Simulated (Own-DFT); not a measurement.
## Calculated data, SiC (2H silicon carbide, atoms displaced), SiC (4H silicon carbide, strained, atoms displaced), GaP (zincblende, strained, atoms displaced)

All values are calculated (Own-DFT development build). A calculation, not a measurement: plane-wave PBE density functional theory by an unreviewed code, no spin, of a simulated periodic cell, stress positive in tension, free energy of the whole cell less one offset for each atom, forces on such cells passed a denser k mesh, this cell's mesh not checked; offsets are fitted by least squares, one for each functional and potential file, so energies compare only between cells with the same atoms and settings and are not formation energies; the far tail of each file's local potential was reset to the Coulomb form; each entry is a single point on an unrelaxed cell, so the pressure reflects the starting lattice, mostly measured values (interpolated for alloys), from which strain is counted, and rises with the displacements; printed positions are rounded, which can move forces by about a meV/angstrom; the program, named Own-DFT, is a retired in-house code; no spin-orbit coupling.

Settings shared by all entries: functional PBE; potential files PseudoDojo norm-conserving, scalar-relativistic, standard set; wave cutoff 42 hartree; occupations Fermi-Dirac; smearing width 0.1 eV; hardware one NVIDIA H100.

(1) SiC (2H silicon carbide, atoms displaced)

```cif
# cell vector a (Å): 9.2481 0.0000 0.0000
# cell vector b (Å): -4.6241 8.0091 0.0000
# cell vector c (Å): 0.0000 0.0000 10.0681
data_SiC
_symmetry_space_group_name_H-M 'P 1'
_symmetry_Int_Tables_number 1
_cell_length_a 9.2481
_cell_length_b 9.2481
_cell_length_c 10.0681
_cell_angle_alpha 90.000
_cell_angle_beta 90.000
_cell_angle_gamma 120.000
_cell_volume 745.73
loop_
_atom_site_label
_atom_site_type_symbol
_atom_site_fract_x
_atom_site_fract_y
_atom_site_fract_z
_atom_site_occupancy
Si1 Si 0.00115 0.00406 0.00426 1
Si2 Si 0.11892 0.23121 0.24289 1
C1 C 0.00723 0.00674 0.18729 1
C2 C 0.11836 0.23400 0.43254 1
Si3 Si 0.98861 0.00607 0.50681 1
Si4 Si 0.10039 0.21609 0.75857 1
C3 C 0.00600 0.99163 0.68811 1
C4 C 0.12071 0.22200 0.93104 1
Si5 Si 0.99266 0.33473 0.98887 1
Si6 Si 0.11593 0.56546 0.25652 1
C5 C 0.99517 0.32217 0.18965 1
C6 C 0.12620 0.56052 0.43833 1
Si7 Si 0.01009 0.34182 0.50009 1
Si8 Si 0.11201 0.56403 0.73807 1
C7 C 0.99662 0.32258 0.69793 1
C8 C 0.10964 0.56008 0.94044 1
Si9 Si 0.00244 0.66943 0.99647 1
Si10 Si 0.12139 0.89778 0.25472 1
C9 C 0.00347 0.66826 0.18715 1
C10 C 0.11965 0.88331 0.44730 1
Si11 Si 0.00716 0.67006 0.49553 1
Si12 Si 0.11932 0.89443 0.75321 1
C11 C 0.00634 0.67916 0.69077 1
C12 C 0.11958 0.89704 0.94052 1
Si13 Si 0.32919 0.01140 0.00011 1
Si14 Si 0.45721 0.23356 0.24208 1
C13 C 0.32978 0.00641 0.18936 1
C14 C 0.44540 0.22225 0.43835 1
Si15 Si 0.33009 0.99612 0.49744 1
Si16 Si 0.43633 0.21574 0.74234 1
C15 C 0.34943 0.00718 0.69201 1
C16 C 0.44108 0.20810 0.93929 1
Si17 Si 0.33525 0.32815 0.98959 1
Si18 Si 0.44751 0.55835 0.25738 1
C17 C 0.32559 0.33165 0.19321 1
C18 C 0.43208 0.55337 0.43516 1
Si19 Si 0.34578 0.34328 0.50034 1
Si20 Si 0.45884 0.55838 0.74750 1
C19 C 0.34559 0.33469 0.68604 1
C20 C 0.44819 0.56398 0.93768 1
Si21 Si 0.33530 0.67478 0.00048 1
Si22 Si 0.45029 0.89494 0.24449 1
C21 C 0.32792 0.66734 0.17440 1
C22 C 0.44114 0.86494 0.44342 1
Si23 Si 0.34123 0.66568 0.49114 1
Si24 Si 0.46114 0.90408 0.74161 1
C23 C 0.34491 0.65935 0.68550 1
C24 C 0.44989 0.89688 0.94012 1
Si25 Si 0.66773 0.99600 0.99311 1
Si26 Si 0.77269 0.21057 0.24854 1
C25 C 0.67134 0.00734 0.18230 1
C26 C 0.77238 0.23576 0.43099 1
Si27 Si 0.66812 0.99197 0.49456 1
Si28 Si 0.77834 0.21617 0.76330 1
C27 C 0.68484 0.00012 0.68867 1
C28 C 0.76063 0.21362 0.93451 1
Si29 Si 0.65525 0.33371 0.99209 1
Si30 Si 0.77004 0.55841 0.26020 1
C29 C 0.66802 0.33529 0.19276 1
C30 C 0.77837 0.54831 0.43818 1
Si31 Si 0.66745 0.33085 0.49375 1
Si32 Si 0.77803 0.55469 0.75120 1
C31 C 0.68487 0.34245 0.68039 1
C32 C 0.78448 0.56551 0.94285 1
Si33 Si 0.67344 0.66557 0.00526 1
Si34 Si 0.77282 0.88399 0.25574 1
C33 C 0.66298 0.65647 0.18670 1
C34 C 0.77554 0.88006 0.43659 1
Si35 Si 0.66450 0.68481 0.48732 1
Si36 Si 0.77763 0.88609 0.74216 1
C35 C 0.65289 0.65441 0.68348 1
C36 C 0.77083 0.88449 0.93123 1
```

It was run with k mesh 4 x 4 x 3 centred on Gamma.

It finds free energy of cell above offsets -1.115 eV; pressure 7.13 GPa; stress xx -6.76 GPa; stress yy -7.6 GPa; stress zz -7.03 GPa; stress yz 1.26 GPa; stress xz 0.2 GPa; stress xy 0.19 GPa; wall time 357.6 s.

Force:
```tsv
element	x (eV/Å)	y (eV/Å)	z (eV/Å)
Si	-0.106	-0.71	-1.235
Si	-1.836	-1.833	1.543
C	-0.84	-1.21	1.356
C	-0.05	-1.538	1.247
Si	3.785	0.626	-1.322
Si	2.741	0.244	-3.182
C	-2.229	1.368	0.24
C	-2.234	-0.365	2.524
Si	1.03	0.04	2.081
Si	-0.069	-1.907	-2.511
C	-0.975	2.052	-1.31
C	-2.19	-0.243	0.631
Si	-1.219	-1.307	0.234
Si	2.057	-1.04	2.256
C	-0.728	2.141	-1.796
C	0.573	-0.355	-1.82
Si	0.632	0.668	1.577
Si	-1.417	-1.524	-0.129
C	-1.264	0.691	0.932
C	-3.113	1.522	-2.106
Si	-0.559	-1.435	1.347
Si	1.113	-0.245	0.108
C	-0.22	-1.263	-1.145
C	-1.873	-1.016	-0.656
Si	2.673	-4.071	1.697
Si	-2.62	-1.685	1.945
C	2.213	0.672	-0.225
C	0.124	-0.195	-0.776
Si	2.203	1.129	1.065
Si	2.759	2.379	1.091
C	-1.691	-1.804	-2.068
C	-1.367	4.508	-2.448
Si	-0.381	2.221	1.86
Si	-1.835	-0.982	-3.513
C	3.393	1.928	-2.239
C	3.925	0.454	-0.461
Si	-0.729	-2.392	0.191
Si	-3.836	-2.133	2.105
C	-2.531	-0.041	0.314
C	1.163	-1.373	0.02
Si	0.097	-0.649	-2.641
Si	-1.04	-1.164	-0.061
C	1.332	0.678	4.442
C	-0.509	6.881	-2.708
Si	-1.814	-2.48	4.277
Si	0.71	-3.198	1.903
C	-2.343	1.69	-0.717
C	-1.089	-0.364	-0.965
Si	-0.881	0	0.931
Si	0.102	3.631	-0.055
C	0.414	-3.015	0.481
C	4.491	-3.512	0.344
Si	-1.681	2.279	1.047
Si	-0.609	1.156	-4.713
C	-2.624	1.161	-1.787
C	1.267	1.355	2.421
Si	2.07	0.563	2.105
Si	3.415	-0.866	-2.1
C	0.999	0.649	-2.229
C	-1.138	2.553	0.682
Si	-2.008	0.89	1.954
Si	0.105	0.782	-0.808
C	-1.002	-1.966	1.752
C	-0.276	-1.965	-1.561
Si	-2.331	0.582	-1.489
Si	1.066	1.137	-3.214
C	-0.986	2.036	1.58
C	0.043	5.08	-1.022
Si	1.492	-7.964	3.817
Si	1.929	-2.134	1.756
C	4.421	3.67	-1.89
C	1.9	0.526	1.047
```

(2) SiC (4H silicon carbide, strained, atoms displaced)

```cif
# cell vector a (Å): 9.3977 -0.1192 0.0389
# cell vector b (Å): -4.8021 8.1063 0.0001
# cell vector c (Å): 0.0423 0.0245 10.1744
data_SiC
_symmetry_space_group_name_H-M 'P 1'
_symmetry_Int_Tables_number 1
_cell_length_a 9.3985
_cell_length_b 9.4219
_cell_length_c 10.1745
_cell_angle_alpha 90.002
_cell_angle_beta 89.526
_cell_angle_gamma 121.369
_cell_volume 769.25
loop_
_atom_site_label
_atom_site_type_symbol
_atom_site_fract_x
_atom_site_fract_y
_atom_site_fract_z
_atom_site_occupancy
Si1 Si 0.00090 0.99676 0.40995 1
Si2 Si 0.11484 0.23047 0.15599 1
C1 C 0.00179 0.99905 0.09840 1
C2 C 0.10493 0.21205 0.34155 1
Si3 Si 0.00517 0.33460 0.40702 1
Si4 Si 0.11371 0.55908 0.14770 1
C3 C 0.99723 0.32854 0.08825 1
C4 C 0.11585 0.56578 0.33935 1
Si5 Si 0.99403 0.66380 0.40416 1
Si6 Si 0.09583 0.88010 0.15279 1
C5 C 0.99422 0.65875 0.09224 1
C6 C 0.10290 0.88688 0.32856 1
Si7 Si 0.34401 0.00917 0.40847 1
Si8 Si 0.44551 0.22148 0.15702 1
C7 C 0.34276 0.00699 0.10025 1
C8 C 0.45490 0.22689 0.33432 1
Si9 Si 0.33669 0.33397 0.41102 1
Si10 Si 0.44374 0.55525 0.16764 1
C9 C 0.32452 0.33377 0.09505 1
C10 C 0.45000 0.56402 0.34630 1
Si11 Si 0.33132 0.66715 0.40463 1
Si12 Si 0.43363 0.87349 0.15011 1
C11 C 0.33233 0.67493 0.09449 1
C12 C 0.45183 0.88678 0.33988 1
Si13 Si 0.66679 0.98445 0.40290 1
Si14 Si 0.78124 0.21675 0.16180 1
C13 C 0.67358 0.99329 0.09355 1
C14 C 0.77670 0.21306 0.34377 1
Si15 Si 0.67424 0.33090 0.41624 1
Si16 Si 0.77443 0.55487 0.15848 1
C15 C 0.65774 0.32499 0.09262 1
C16 C 0.77831 0.55826 0.34223 1
Si17 Si 0.67132 0.67551 0.40236 1
Si18 Si 0.77185 0.88063 0.15265 1
C17 C 0.66851 0.66264 0.08812 1
C18 C 0.77650 0.88700 0.34436 1
Si19 Si 0.99847 0.00499 0.90920 1
Si20 Si 0.88048 0.77032 0.65434 1
C19 C 0.01042 0.00695 0.59522 1
C20 C 0.89349 0.78722 0.83575 1
Si21 Si 0.00049 0.65854 0.91224 1
Si22 Si 0.88982 0.44650 0.66263 1
C21 C 0.00077 0.66309 0.59229 1
C22 C 0.89912 0.45258 0.84197 1
Si23 Si 0.99818 0.33176 0.89983 1
Si24 Si 0.88800 0.10219 0.64866 1
C23 C 0.99966 0.32639 0.59003 1
C24 C 0.88421 0.10882 0.84372 1
Si25 Si 0.66633 0.98777 0.91384 1
Si26 Si 0.54781 0.77687 0.65625 1
C25 C 0.65684 0.99252 0.60596 1
C26 C 0.56281 0.77984 0.84495 1
Si27 Si 0.67139 0.67580 0.90479 1
Si28 Si 0.55415 0.44332 0.65693 1
C27 C 0.67450 0.65958 0.59238 1
C28 C 0.56169 0.46191 0.83830 1
Si29 Si 0.65378 0.33282 0.91289 1
Si30 Si 0.55758 0.10857 0.66119 1
C29 C 0.66031 0.32436 0.58508 1
C30 C 0.55864 0.11739 0.83621 1
Si31 Si 0.32666 0.99227 0.90088 1
Si32 Si 0.22357 0.77568 0.65958 1
C31 C 0.34220 0.99958 0.59655 1
C32 C 0.23326 0.78350 0.84633 1
Si33 Si 0.33635 0.67805 0.90674 1
Si34 Si 0.21737 0.44394 0.64740 1
C33 C 0.33729 0.66666 0.58693 1
C34 C 0.22685 0.44794 0.83937 1
Si35 Si 0.34596 0.35205 0.90542 1
Si36 Si 0.21671 0.10585 0.65980 1
C35 C 0.34088 0.34482 0.58977 1
C36 C 0.22146 0.10575 0.84065 1
```

It was run with k mesh 4 x 4 x 3 centred on Gamma.

It finds free energy of cell above offsets -5.687 eV; pressure -1.06 GPa; stress xx 5.12 GPa; stress yy -0.62 GPa; stress zz -1.33 GPa; stress yz 0 GPa; stress xz 0.65 GPa; stress xy -5.16 GPa; wall time 379.3 s.

Force:
```tsv
element	x (eV/Å)	y (eV/Å)	z (eV/Å)
Si	0.291	-0.117	-1.403
Si	-0.968	-2.131	0.217
C	-1.177	0.255	-1.266
C	0.487	2.151	0.799
Si	-0.463	-0.319	-1.267
Si	-0.787	-1.243	1.436
C	0.14	1.099	0.438
C	-0.24	-1.701	0.134
Si	1.01	1.209	-0.331
Si	2.214	1.407	-0.822
C	0.011	0.445	0.148
C	0.961	0.028	4.22
Si	-0.252	-1.431	-1.483
Si	-1.15	0.011	-0.612
C	-1.242	-2.549	-2.076
C	-0.717	0.235	3.265
Si	0.197	-0.296	-2.064
Si	-0.079	0.052	-2.497
C	2.416	1.247	-0.472
C	-0.466	-1.089	0.591
Si	0.351	0.798	-0.521
Si	0.532	5.486	2.277
C	1.211	-3.803	-1.683
C	-1.349	-0.045	0.226
Si	-1.833	1.955	1.219
Si	-1.081	-0.11	-1.365
C	-1.786	-0.014	0.588
C	0.308	0.828	1.129
Si	-0.753	0.059	-4.702
Si	0.273	-1.235	-0.65
C	1.388	1.347	0.701
C	-0.334	-0.782	0.529
Si	0.715	-2.063	1.33
Si	1.277	0.821	0.671
C	-0.849	-0.065	1.224
C	1.185	0.288	-0.481
Si	0.682	-0.121	-0.521
Si	2.325	1.503	0.221
C	-1.529	-2.3	-1.169
C	0.49	-1.116	2.039
Si	-0.908	2.141	-1.71
Si	0.021	-0.945	-2.046
C	-0.317	0.579	0.228
C	-1.109	-1.76	0.905
Si	0.485	-0.076	0.368
Si	-0.865	0.568	1.827
C	-1.084	0.538	0.578
C	0.802	0.209	-0.527
Si	-0.78	2.722	-1.659
Si	2.106	-0.958	0.499
C	1.75	0.715	-2.792
C	-1.513	-0.886	-0.178
Si	0.922	-0.15	-0.521
Si	0.721	-0.091	-1.161
C	-2.797	0.81	-0.999
C	0.934	-1.721	1.219
Si	1.571	0.198	-1.891
Si	-0.16	0.537	-1.473
C	0.479	0.978	4.548
C	-0.09	-0.761	3.099
Si	0.695	3.215	1.692
Si	0.033	0.135	-1.213
C	-1.848	-0.182	-0.468
C	-1.402	-1.904	-0.61
Si	1.608	-1.883	-0.2
Si	1.344	0.18	1.22
C	-1.471	-0.353	1.121
C	-0.746	0.492	0.148
Si	-1.074	-2.156	-0.075
Si	2.195	1.532	-0.54
C	-0.57	-1.831	1.239
C	-0.337	1.41	1.353
```

(3) GaP (zincblende, strained, atoms displaced)

```cif
# cell vector a (Å): 10.8620 0.0000 0.0000
# cell vector b (Å): 0.0000 10.8620 0.0000
# cell vector c (Å): 0.0000 0.0000 10.9361
data_GaP
_symmetry_space_group_name_H-M 'P 1'
_symmetry_Int_Tables_number 1
_cell_length_a 10.8620
_cell_length_b 10.8620
_cell_length_c 10.9361
_cell_angle_alpha 90.000
_cell_angle_beta 90.000
_cell_angle_gamma 90.000
_cell_volume 1290.27
loop_
_atom_site_label
_atom_site_type_symbol
_atom_site_fract_x
_atom_site_fract_y
_atom_site_fract_z
_atom_site_occupancy
Ga1 Ga 0.99704 0.99563 0.00621 1
Ga2 Ga 0.99820 0.25549 0.25121 1
Ga3 Ga 0.25071 0.00502 0.25324 1
Ga4 Ga 0.25095 0.24615 0.99450 1
P1 P 0.11678 0.12521 0.11925 1
P2 P 0.12714 0.37435 0.37177 1
P3 P 0.38050 0.12902 0.37477 1
P4 P 0.37628 0.37697 0.13155 1
Ga5 Ga 0.98942 0.99467 0.50050 1
Ga6 Ga 0.99968 0.25224 0.75341 1
Ga7 Ga 0.25177 0.00416 0.74379 1
Ga8 Ga 0.25338 0.24912 0.51006 1
P5 P 0.12866 0.12187 0.61767 1
P6 P 0.12286 0.37578 0.87651 1
P7 P 0.37999 0.11746 0.87729 1
P8 P 0.36715 0.37625 0.62648 1
Ga9 Ga 0.00024 0.50116 0.00479 1
Ga10 Ga 0.00087 0.74820 0.25713 1
Ga11 Ga 0.25720 0.50346 0.25614 1
Ga12 Ga 0.24404 0.75567 0.99904 1
P9 P 0.12187 0.63033 0.12414 1
P10 P 0.13152 0.87588 0.37886 1
P11 P 0.37141 0.62412 0.38148 1
P12 P 0.38681 0.87240 0.12357 1
Ga13 Ga 0.99841 0.50843 0.50373 1
Ga14 Ga 0.00477 0.75067 0.74837 1
Ga15 Ga 0.25505 0.50162 0.74265 1
Ga16 Ga 0.25313 0.75062 0.49942 1
P13 P 0.13251 0.62771 0.62127 1
P14 P 0.12606 0.87950 0.87464 1
P15 P 0.36905 0.61804 0.88450 1
P16 P 0.37655 0.87785 0.62082 1
Ga17 Ga 0.49878 0.99726 0.00043 1
Ga18 Ga 0.50377 0.26317 0.24507 1
Ga19 Ga 0.75647 0.99948 0.24964 1
Ga20 Ga 0.74822 0.25031 0.00471 1
P17 P 0.62696 0.12315 0.12700 1
P18 P 0.62444 0.37899 0.37596 1
P19 P 0.87017 0.12531 0.38153 1
P20 P 0.86681 0.37420 0.12301 1
Ga21 Ga 0.49616 0.99881 0.50324 1
Ga22 Ga 0.49973 0.25407 0.74569 1
Ga23 Ga 0.75312 0.00218 0.74267 1
Ga24 Ga 0.74183 0.24207 0.50862 1
P21 P 0.62143 0.12590 0.62321 1
P22 P 0.62506 0.37370 0.88528 1
P23 P 0.87391 0.12397 0.87369 1
P24 P 0.88034 0.38138 0.62467 1
Ga25 Ga 0.50067 0.50174 0.99746 1
Ga26 Ga 0.50488 0.75725 0.24961 1
Ga27 Ga 0.75291 0.50203 0.24912 1
Ga28 Ga 0.74785 0.75558 0.00297 1
P25 P 0.62359 0.63071 0.12458 1
P26 P 0.62976 0.88521 0.36767 1
P27 P 0.88685 0.62174 0.37687 1
P28 P 0.87305 0.87882 0.12795 1
Ga29 Ga 0.49884 0.50777 0.50162 1
Ga30 Ga 0.49949 0.75478 0.74737 1
Ga31 Ga 0.74974 0.49355 0.75667 1
Ga32 Ga 0.74661 0.76029 0.49412 1
P29 P 0.62372 0.62974 0.62221 1
P30 P 0.62606 0.87624 0.87122 1
P31 P 0.87717 0.61747 0.87224 1
P32 P 0.87662 0.88206 0.62930 1
```

Settings of this run: k mesh 3 x 3 x 3 centred on Gamma.

It finds free energy of cell above offsets -33.422 eV; pressure 3.58 GPa; stress xx -3.73 GPa; stress yy -3.77 GPa; stress zz -3.24 GPa; stress yz 0.31 GPa; stress xz -0.2 GPa; stress xy -0.14 GPa; wall time 515.6 s.

Force:
```tsv
element	x (eV/Å)	y (eV/Å)	z (eV/Å)
Ga	-0.039	0.324	-1.002
Ga	-0.273	-0.47	-0.077
Ga	0.184	-0.025	-0.634
Ga	0.002	0.293	0.449
P	0.857	0.262	0.901
P	0.015	0.328	0.956
P	-0.109	0.351	0.034
P	-0.571	0.25	-1.43
Ga	1.405	0.647	-0.556
Ga	0.281	-0.373	-0.479
Ga	-0.05	-0.194	0.461
Ga	-0.359	-0.149	-1.725
P	-1.201	0.154	0.773
P	0.606	0.295	-0.204
P	-0.348	0.935	-0.759
P	1.699	0.083	-0.305
Ga	-0.096	-0.283	-0.179
Ga	0.452	0.72	-0.57
Ga	-1.051	-0.133	-0.709
Ga	0.634	-0.27	0.344
P	0.54	-0.361	0.559
P	-0.842	0.164	-0.302
P	1.015	0.951	-0.791
P	-1.959	0.355	0.213
Ga	1.243	-1.094	-0.056
Ga	-0.186	-0.284	0.311
Ga	-0.961	0.21	1.446
Ga	-0.05	0.342	0.09
P	-0.549	0.122	0.452
P	-0.167	0.121	-0.342
P	0.185	1.159	-1.301
P	-0.394	-0.558	0.653
Ga	1.046	0.153	-0.011
Ga	0.347	-1.312	0.649
Ga	-0.209	1.107	-0.084
Ga	0.081	-0.925	-0.457
P	-0.333	0.168	-0.008
P	0.37	0.092	0.507
P	0.422	0.334	-0.577
P	1.026	0.342	0.44
Ga	0.553	0.488	-1.062
Ga	-0.112	-0.131	0.89
Ga	-0.71	0.437	1.03
Ga	1.012	1.655	-0.958
P	-0.515	-0.638	0.876
P	-0.303	-0.147	-1.2
P	-0.055	0.109	0.322
P	-0.897	-0.975	0.159
Ga	-0.102	-0.125	0.985
Ga	-0.161	-0.89	0.687
Ga	-0.313	0.293	0.264
Ga	0.419	-0.492	-0.671
P	0.271	-0.544	0.212
P	-0.796	-0.494	0.922
P	-2.026	0.873	-0.233
P	0.47	-1.13	0.125
Ga	0.105	-0.825	0.077
Ga	-0.321	-0.702	0.574
Ga	-0.263	0.367	-0.668
Ga	0.668	-0.683	0.273
P	0.568	-0.184	0.536
P	0.164	0.27	0.012
P	-0.078	1.277	0.481
P	-0.244	-1.638	-0.315
```
